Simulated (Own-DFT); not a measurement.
## Calculated data, Al$_{3}$GaN$_{4}$ (wurtzite random alloy, strained, atoms displaced)

Computed with Own-DFT development build. A calculation, not a measurement: plane-wave PBE density functional theory by an unreviewed code, no spin, of a simulated periodic cell, stress positive in tension, free energy of the whole cell less one offset for each atom, forces on such cells passed a denser k mesh, this cell's mesh not checked; offsets are fitted by least squares, one for each functional and potential file, so energies compare only between cells with the same atoms and settings and are not formation energies; the far tail of each file's local potential was reset to the Coulomb form; each entry is a single point on an unrelaxed cell, so the pressure reflects the starting lattice, mostly measured values, from which strain is counted, and rises with the displacements; printed positions are rounded, which can move forces by about a meV/angstrom; the program is a retired in-house code; no spin-orbit coupling.

Common to all runs: functional PBE; potential files PseudoDojo norm-conserving, scalar-relativistic, standard set; wave cutoff 42 hartree; occupations Fermi-Dirac; smearing width 0.1 eV; k mesh 4 x 4 x 3 centred on Gamma.

(1) Al$_{3}$GaN$_{4}$ (wurtzite random alloy, strained, atoms displaced)

```
Al3GaN4
1.0
      9.3703     0.0000     0.0000
     -4.6851     8.1149     0.0000
      0.0000     0.0000    10.0655
Al Ga N Al N Al N Al N Al N Al N Al Ga N Al Ga N Ga Al N Al N Al N Ga Al N Al N Al N Ga Al N Ga Al N Ga Al N Ga Al N
1 1 2 2 2 2 2 2 2 2 2 2 2 1 1 2 1 1 2 1 1 2 2 2 2 2 1 1 2 2 2 2 2 1 1 2 1 1 2 1 1 2 1 1 2
Direct
  0.10269 0.21024 0.00420
  0.22903 0.12366 0.24869
  0.11636 0.23534 0.18802
  0.23365 0.12006 0.44035
  0.09948 0.21759 0.50177
  0.22012 0.10563 0.75279
  0.10447 0.21523 0.68612
  0.22735 0.11226 0.94313
  0.10968 0.55838 0.00244
  0.22022 0.45138 0.25031
  0.11843 0.55617 0.18352
  0.21944 0.45081 0.44498
  0.11870 0.56386 0.50535
  0.23936 0.45100 0.74898
  0.11514 0.55922 0.69106
  0.22155 0.44284 0.93520
  0.11130 0.88685 0.00225
  0.21829 0.77584 0.24482
  0.12213 0.89381 0.19141
  0.23744 0.78061 0.44483
  0.10368 0.88546 0.49355
  0.22855 0.78681 0.75397
  0.10474 0.88705 0.69283
  0.22401 0.77694 0.93991
  0.44065 0.22122 0.99822
  0.55382 0.11199 0.25418
  0.44431 0.22311 0.19815
  0.54302 0.10687 0.43927
  0.44140 0.22067 0.50426
  0.55825 0.10205 0.74881
  0.45409 0.22926 0.69246
  0.55241 0.10948 0.93957
  0.45043 0.56405 0.99636
  0.55124 0.44912 0.25554
  0.44686 0.56070 0.18358
  0.55819 0.43737 0.42876
  0.43658 0.54824 0.50269
  0.55768 0.45633 0.75128
  0.44179 0.55635 0.69058
  0.55741 0.44433 0.94001
  0.44684 0.88870 0.00602
  0.55953 0.77815 0.24713
  0.43983 0.89056 0.19025
  0.56127 0.77567 0.44177
  0.44009 0.88959 0.49804
  0.55784 0.77996 0.75197
  0.45064 0.88977 0.68424
  0.56168 0.78607 0.94497
  0.77676 0.21600 0.99619
  0.88675 0.10640 0.25653
  0.78682 0.22422 0.19663
  0.88166 0.11043 0.44490
  0.78577 0.22566 0.50160
  0.90329 0.12503 0.75047
  0.78148 0.22711 0.69098
  0.89030 0.12009 0.95487
  0.77510 0.55144 0.00179
  0.89011 0.44847 0.25074
  0.77235 0.54898 0.19279
  0.89342 0.43648 0.44265
  0.77244 0.54858 0.49222
  0.89257 0.45525 0.74814
  0.78100 0.55902 0.69236
  0.89343 0.44386 0.94321
  0.77716 0.88032 0.00085
  0.89108 0.78701 0.23918
  0.77479 0.89594 0.19214
  0.89007 0.77769 0.43847
  0.77371 0.88031 0.50053
  0.89488 0.79215 0.75752
  0.78824 0.89636 0.69604
  0.89911 0.78339 0.94121
```

* free energy of cell above offsets: -17.400 eV
* pressure: 7.36 GPa
* stress xx: -9.51 GPa
* stress yy: -5.96 GPa
* stress zz: -6.6 GPa
* stress yz: -0.38 GPa
* stress xz: -0.83 GPa
* stress xy: -1.3 GPa

Force:
```csv
element,x (eV/Å),y (eV/Å),z (eV/Å)
Al,0.953,2.413,-0.387
Ga,-0.626,-0.662,0.678
N,-0.738,-1.232,0.857
N,-2.676,-1.434,0.953
Al,1.452,0.636,-0.575
Al,0.385,1.143,-0.647
N,2.345,1.733,0.553
N,-1.429,-0.935,-0.384
Al,1.137,-0.855,-1.568
Al,1.335,-0.243,0.311
N,-1.944,0.76,1.295
N,0.855,-1.274,-0.825
Al,-0.78,-0.472,0.089
Al,-3.835,-1.816,0.751
N,0.432,0.396,0.45
N,-0.257,-0.316,0.365
Al,1.383,0.813,-0.05
Al,1.38,0.08,1.233
N,-2.06,-0.816,-0.565
N,-5.425,-2.13,-2.388
Al,1.786,1.062,0.948
Al,-0.128,-1.096,-0.888
N,1.461,0.552,-0.697
N,0.013,0.554,0.464
Al,1.199,0.531,0.966
Ga,0.852,0.408,-0.519
N,0.5,2.001,-2.709
N,1.722,1.83,1.577
Al,1.057,0.434,0.034
Ga,-0.504,2.009,0.25
N,-1.704,-0.135,-0.046
N,0.353,-0.151,1.206
Ga,-0.788,-1.758,0.094
Al,0.424,-0.673,-2.735
N,-0.177,-0.214,2.153
N,-2.385,0.026,3.047
Al,0.971,0.829,-0.983
Al,1.674,-1.455,-0.045
N,2,1.379,-0.668
N,-0.635,-0.409,-0.773
Al,-0.82,0.604,-0.451
Al,-1.539,0.021,0.937
N,1.08,-1.306,0.019
N,-1.495,-1.704,-1.141
Ga,3.355,1.138,0.321
Al,0.424,0.716,-0.338
N,-0.412,-1.81,1.834
N,-1.089,-0.064,-1.86
Al,-1.738,1.632,1.67
Al,-0.104,1.927,-0.491
N,-0.669,0.209,-0.969
N,1.353,-0.332,-0.933
Al,-2.157,-0.996,0.394
Al,-2.314,-1.264,1.11
N,1.173,0.483,-0.075
N,1.456,-1.923,-2.779
Ga,0.848,-0.114,-0.107
Al,0.782,-1.026,-0.009
N,-0.039,1.714,0.659
N,0.134,1.826,-0.871
Ga,1.135,0.553,1.333
Al,0.74,-0.96,0.593
N,-1.135,1.03,0.181
N,-0.285,-0.375,-0.788
Ga,-0.018,2.177,0.162
Al,0.569,-1.143,1.319
N,1.45,-0.93,0.294
N,0.568,-0.099,-1.75
Ga,0.469,1.145,1.077
Al,0.363,-2.003,-1.144
N,-1.512,-0.081,0.642
N,-0.151,-0.555,0.338
```

(2) Al$_{3}$GaN$_{4}$ (wurtzite random alloy, strained, atoms displaced)

```
Al3GaN4
1.0
      9.3703     0.0000     0.0000
     -4.6851     8.1149     0.0000
      0.0000     0.0000    10.0655
Al N Ga Al N Al N Al Ga N Al N Ga Al N Al N Al N Al N Al Ga N Al N Al Ga N Ga Al N Ga Al N Al N Al N Ga Al N Ga Al N
2 2 1 1 2 2 2 1 1 2 2 2 1 1 2 2 2 2 2 2 2 1 1 2 2 2 1 1 2 1 1 2 1 1 2 2 2 2 2 1 1 2 1 1 2
Direct
  0.09762 0.21534 0.99885
  0.21844 0.11845 0.24373
  0.11090 0.21066 0.18943
  0.21788 0.09861 0.43926
  0.11729 0.21644 0.49914
  0.20758 0.10516 0.74950
  0.11247 0.22559 0.69506
  0.23553 0.12112 0.94996
  0.11072 0.55624 0.00079
  0.21871 0.43011 0.25011
  0.11383 0.55943 0.19296
  0.22768 0.45233 0.44005
  0.12227 0.55668 0.49873
  0.22846 0.44862 0.73974
  0.11475 0.54805 0.69143
  0.22168 0.43660 0.93561
  0.10603 0.88294 0.99823
  0.22897 0.77321 0.25939
  0.11240 0.88966 0.19310
  0.22361 0.78421 0.44464
  0.11023 0.89023 0.50741
  0.22384 0.78357 0.75878
  0.12133 0.89772 0.68966
  0.23384 0.77681 0.93489
  0.43823 0.21571 0.98537
  0.54819 0.10630 0.25434
  0.45023 0.22530 0.19229
  0.56088 0.10489 0.44037
  0.44659 0.21926 0.49338
  0.55263 0.11719 0.74842
  0.44538 0.22347 0.69244
  0.56349 0.11490 0.95319
  0.43683 0.54360 0.99509
  0.54964 0.43479 0.24408
  0.44643 0.55036 0.18481
  0.55253 0.44304 0.43520
  0.43958 0.56303 0.50496
  0.54772 0.44399 0.75430
  0.44453 0.55571 0.68986
  0.55661 0.45147 0.93528
  0.44491 0.88524 0.99726
  0.55695 0.77078 0.24762
  0.44697 0.89666 0.19973
  0.54819 0.77958 0.44147
  0.43612 0.87281 0.50603
  0.55295 0.77862 0.75017
  0.44260 0.88638 0.67699
  0.55161 0.77423 0.94194
  0.77621 0.22522 0.99177
  0.88349 0.11146 0.25092
  0.77419 0.22541 0.19602
  0.88994 0.11431 0.43686
  0.78738 0.22157 0.49469
  0.89061 0.11784 0.74819
  0.77387 0.21207 0.68983
  0.88344 0.10381 0.94041
  0.78291 0.56411 0.00296
  0.88773 0.44088 0.24040
  0.77758 0.55531 0.18561
  0.88303 0.44115 0.43418
  0.77040 0.54482 0.49807
  0.88909 0.44644 0.74206
  0.77788 0.55044 0.69980
  0.88591 0.44890 0.95272
  0.77191 0.88251 0.99871
  0.88169 0.77618 0.24537
  0.77084 0.88382 0.18189
  0.89226 0.77916 0.43435
  0.77935 0.89463 0.50533
  0.89879 0.78637 0.74554
  0.77961 0.88011 0.68300
  0.87880 0.75974 0.93339
```

* free energy of cell above offsets: -15.206 eV
* pressure: 8.21 GPa
* stress xx: -9.55 GPa
* stress yy: -7.89 GPa
* stress zz: -7.18 GPa
* stress yz: -0.07 GPa
* stress xz: -1.02 GPa
* stress xy: 1.02 GPa

Force:
```csv
element,x (eV/Å),y (eV/Å),z (eV/Å)
Al,1.764,0.828,0.09
Al,3.988,-2.824,0.993
N,-3.663,1.866,-0.722
N,0.884,2.742,-1.142
Ga,-0.817,0.714,0.108
Al,2.139,2.219,1.163
N,-0.293,-1.801,-0.7
N,-4.574,-3.537,-2.428
Al,0.766,-0.506,0.074
Al,-0.17,1.898,-0.519
N,0.928,-1.124,-0.43
N,0.441,-1.318,-0.652
Al,-2.988,0.35,0.041
Ga,-0.028,-0.91,2.333
N,-2.913,2.266,-0.979
N,-1.418,0.089,1.14
Al,0.599,0.528,1.211
Al,-1.448,1.212,-0.839
N,-0.115,-0.495,-0.993
N,0.88,-1.993,-0.098
Ga,-0.124,-1.522,-2.048
Al,1.07,-0.951,-2.766
N,-0.582,-1.455,2.426
N,-1.945,-0.035,1.436
Al,3.277,2.992,2.86
Al,0.642,1.392,-0.001
N,-1.227,-1.54,-1.016
N,-1.702,-0.373,0.515
Al,0.363,-0.149,0.374
Al,1.225,-1.187,-0.026
N,-1.365,-1.219,-0.799
N,-3.035,-2.321,-3.127
Al,-0.039,0.965,0.775
Al,0.798,1.712,0.577
N,-1.078,-0.176,0.325
N,-0.717,0.062,0.706
Al,2.354,-0.617,-1.24
Ga,1.497,0.156,-1.111
N,0.321,0.893,-1.381
N,0.779,-1.221,2.363
Al,0.386,1.132,2.002
Al,-1.417,0.376,0.417
N,0.786,-2.556,-1.885
N,1.471,-1.14,-0.962
Al,-0.546,2.828,-2.976
Ga,0.462,0.357,0.109
N,-1.05,0.842,4.479
N,-0.79,-0.851,-0.226
Ga,1.614,0.554,2.337
Al,-0.065,-0.506,-0.859
N,0.927,-1.347,-0.576
N,2.21,-0.771,-0.8
Ga,-2.48,0.601,0.669
Al,0.325,-1.434,0.421
N,-0.521,1.443,0.892
N,0.642,0.69,-1.355
Al,-1.05,-3.063,0.052
Al,-0.509,1.175,1.038
N,-0.431,0.11,0.747
N,1.374,1.545,0.312
Al,0.048,1.213,0.131
Al,0.825,-0.989,1.285
N,-0.067,1.514,-2.289
N,1.356,0.918,-2.25
Ga,0.478,-0.343,-0.736
Al,1.44,0.07,0.516
N,0.414,0.829,2.449
N,-1.044,-1.227,0.547
Ga,0.103,-1.184,-2.743
Al,-0.483,-2.273,0.307
N,-0.061,1.763,3.193
N,1.18,4.117,-0.739
```

(3) Al$_{3}$GaN$_{4}$ (wurtzite random alloy, strained, atoms displaced)

```
Al3GaN4
1.0
      9.3703     0.0000     0.0000
     -4.6851     8.1149     0.0000
      0.0000     0.0000    10.0655
Al N Ga N Al N Al N Al Ga N Al N Ga Al N Al N Al N Al N Al N Ga Al N Al Ga N Ga N Al Ga N Al N Al N Al N
2 2 2 2 2 2 2 2 1 1 2 2 2 1 1 2 2 2 2 2 2 2 2 2 1 1 2 1 1 2 2 2 1 1 2 2 2 2 2 2 2
Direct
  0.11456 0.23003 0.99503
  0.21720 0.11483 0.24389
  0.10558 0.22875 0.18083
  0.22873 0.11321 0.42795
  0.11444 0.22116 0.49747
  0.23220 0.12061 0.75109
  0.10416 0.21228 0.69167
  0.21215 0.10291 0.94436
  0.10599 0.54699 0.99404
  0.21850 0.44740 0.24518
  0.11228 0.55442 0.19145
  0.21117 0.44168 0.43655
  0.11022 0.54993 0.50173
  0.22370 0.44150 0.75103
  0.11304 0.55115 0.67999
  0.21890 0.44768 0.93587
  0.11204 0.89034 0.00190
  0.21378 0.76267 0.24762
  0.10653 0.88669 0.19072
  0.21782 0.77322 0.44373
  0.10667 0.88780 0.50224
  0.22286 0.77408 0.75590
  0.11345 0.90510 0.70461
  0.23168 0.78016 0.93338
  0.44851 0.23030 0.00029
  0.55185 0.10443 0.24508
  0.45675 0.23776 0.19299
  0.55837 0.11863 0.43726
  0.44724 0.21743 0.50174
  0.54884 0.11150 0.74962
  0.44125 0.21097 0.68396
  0.55122 0.11723 0.94454
  0.43941 0.54739 0.99676
  0.55104 0.43966 0.24466
  0.43948 0.54788 0.19541
  0.55610 0.43418 0.43607
  0.43392 0.54659 0.50064
  0.54493 0.43635 0.75189
  0.45340 0.54895 0.69126
  0.56509 0.45733 0.94255
  0.44035 0.88705 0.00330
  0.56687 0.79079 0.25224
  0.44165 0.89379 0.19123
  0.54879 0.77607 0.43636
  0.44253 0.89224 0.49503
  0.55763 0.77475 0.74595
  0.43836 0.88151 0.68966
  0.56438 0.78137 0.94492
  0.78322 0.23046 0.00282
  0.88525 0.11113 0.24932
  0.77142 0.23623 0.19217
  0.89121 0.11500 0.43733
  0.77511 0.21631 0.50523
  0.89960 0.10992 0.74781
  0.77801 0.22148 0.68782
  0.88642 0.12707 0.94349
  0.78281 0.56966 0.00038
  0.90184 0.44523 0.25477
  0.79054 0.56202 0.19544
  0.88314 0.44098 0.44247
  0.78160 0.55624 0.49898
  0.88405 0.42952 0.74998
  0.78426 0.56847 0.69729
  0.88361 0.44385 0.95237
  0.78049 0.88636 0.99354
  0.88940 0.78283 0.24390
  0.78199 0.88180 0.18510
  0.88217 0.77950 0.43062
  0.78216 0.88658 0.49521
  0.89405 0.77536 0.74570
  0.77478 0.88203 0.68759
  0.88748 0.77221 0.94848
```

* free energy of cell above offsets: -16.053 eV
* pressure: 7.7 GPa
* stress xx: -7.8 GPa
* stress yy: -9.24 GPa
* stress zz: -6.05 GPa
* stress yz: -0.64 GPa
* stress xz: 0.82 GPa
* stress xy: 0.38 GPa

Force:
```csv
element,x (eV/Å),y (eV/Å),z (eV/Å)
Al,-0.728,-1.334,0.434
Al,1.058,0.195,-0.536
N,1.255,0.039,0.507
N,-0.035,-0.938,1.646
Ga,0.072,-0.321,-0.196
Ga,-0.949,-0.498,1.261
N,2.39,3.524,-0.877
N,-0.074,2.023,0.059
Al,-0.807,1.67,0.943
Al,1.397,-0.689,0.791
N,1.341,-1.073,-2.71
N,1.431,0.659,-0.201
Al,-1.363,0.492,-1.007
Al,-0.385,0.294,-1.226
N,-0.249,-0.128,3.089
N,1.29,-0.398,-0.19
Al,0.241,-1.193,0.003
Ga,-0.539,3.185,1.303
N,0.6,1.189,-0.688
N,-1.281,-0.367,0.031
Al,0.226,0.364,-0.474
Al,-0.573,0.213,-2.175
N,1.204,-3.514,-2.519
N,-1.467,-1.146,2.185
Ga,-0.704,-0.101,1.082
Al,-0.835,2.652,0.897
N,-1.055,-4.182,-0.753
N,-0.11,-1.27,-0.65
Al,-0.837,0.781,-1.924
Al,2.006,-1.461,0.912
N,0.528,2.447,0.532
N,1.974,-1.248,-1.303
Al,0.015,1.987,1.332
Al,1.504,2.954,1.713
N,-0.457,1.443,-1.29
N,-1.019,1.254,1.204
Al,1.331,0.384,-1.257
Al,3.008,0.536,0.104
N,-2.921,0.349,-0.576
N,-0.793,-0.859,-1.288
Al,1.318,0.814,-0.584
Al,-0.643,-1.98,-0.972
N,1.275,-1.189,-0.572
N,1.648,-0.44,0.585
Ga,0.066,-0.051,0.633
Al,-0.475,0.323,0.825
N,0.614,0.755,0.811
N,-1.632,-0.937,-1.01
Al,-2.147,-0.706,0.887
Ga,-0.531,0.277,-0.968
N,1.135,-3.145,-1.046
N,0.225,-1.758,0.731
Ga,-0.164,0.725,-1.505
Ga,-3.535,-1.674,1.409
N,-0.868,-1.068,1.864
N,2.357,-2.062,-0.449
Al,0.793,-2.93,1.936
Ga,-2.835,0.463,0.394
N,-1.752,-0.156,-1.069
N,1.245,1.07,1.15
Al,-1.178,-0.097,-0.156
Al,-0.447,2.683,0.546
N,0.466,-3.747,-1.321
N,0.471,1.024,-2.417
Al,-0.173,1.307,0.764
Al,1.191,-1.603,0.64
N,-2.096,1.286,-0.409
N,1.737,-0.3,1.382
Al,-1.759,0.379,0.523
Al,-1.015,1.67,1.766
N,0.551,0.082,-0.303
N,0.468,3.069,-2.25
```
